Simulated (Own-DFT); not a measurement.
# What a defect does to the pressure of its cell: C11b WSi2

Source: density functional calculations with Own-DFT, an unreviewed in-house program that is no longer used. Nothing was measured or relaxed, and spin and spin-orbit coupling are left out.

All runs used: PBE; PseudoDojo norm-conserving scalar-relativistic files; cutoff 50 hartree; 5 x 5 x 5 k mesh centred on Gamma; cold (Marzari-Vanderbilt) smearing of 0.2 eV.

Limits: forces on such cells failed a check on a denser k mesh; stress not checked against mesh or cutoff.

All runs share one cell, with vectors in Å (-2.148, -5.953, 3.409); (-6.444, 2.976, 1.136); (-2.553, -2.948, -6.757) and a volume of 403.2 Å³. u is the rms random offset of the atoms per axis. The defect's site can differ from row to row.

| cell | formula | u (Å) | P (GPa) |
|---|---|---|---|
| no defect | Si20W10 | 0.0172 | 4.23 |
| no defect | Si20W10 | 0.0509 | 6.13 |
| no defect | Si20W10 | 0.0571 | 7.47 |
| one W on a Si site | Si19W11 | 0.0284 | ? |
| one W on a Si site | Si19W11 | 0.0301 | 9.87 |
| one W on a Si site | Si19W11 | 0.0452 | 10.94 |
| one W on a Si site | Si19W11 | 0.0511 | 11.38 |
| one Si vacancy | Si19W10 | 0.0291 | 3.21 |
| one Si vacancy | Si19W10 | 0.0298 | 3.22 |
| one Si vacancy | Si19W10 | 0.0522 | 5.28 |
| one Si on a W site | Si21W9 | 0.0314 | 6.51 |
| one Si on a W site | Si21W9 | 0.0523 | 8.39 |
| one Si on a W site | Si21W9 | 0.0526 | 7.22 |
| one W vacancy | Si20W9 | 0.0282 | 2.91 |
| one W vacancy | Si20W9 | 0.0325 | 3.83 |
| one W vacancy | Si20W9 | 0.0433 | 4.10 |

## Working it out

P = P0 + c u² + a shift for each defect gives P0 = 3.96 GPa, c = 966 ± 116 GPa/Å² and a scatter of 0.39 GPa. The shifts, and each times the cell's volume:

- one W on a Si site: 4.98 ± 0.32 GPa, 12.5 eV
- one Si on a W site: 1.33 ± 0.32 GPa, 3.3 eV
- one Si vacancy: -1.49 ± 0.33 GPa, -3.8 eV
- one W vacancy: -1.55 ± 0.33 GPa, -3.9 eV

Positive is outwards. The product with the volume (160.2 GPa Å³ to the eV) is nearly free of the cell's size; divided by the bulk modulus at the cell's pressure it gives the volume that the defect adds. The atoms around the defects weren't relaxed, which would change these numbers.

## Withheld run

The question: what pressure belongs in the blank (one W on a Si site, u = 0.0284 Å)?

The fitted form gives 9.72 ± 0.47 GPa. The calculation gave 9.56 GPa.
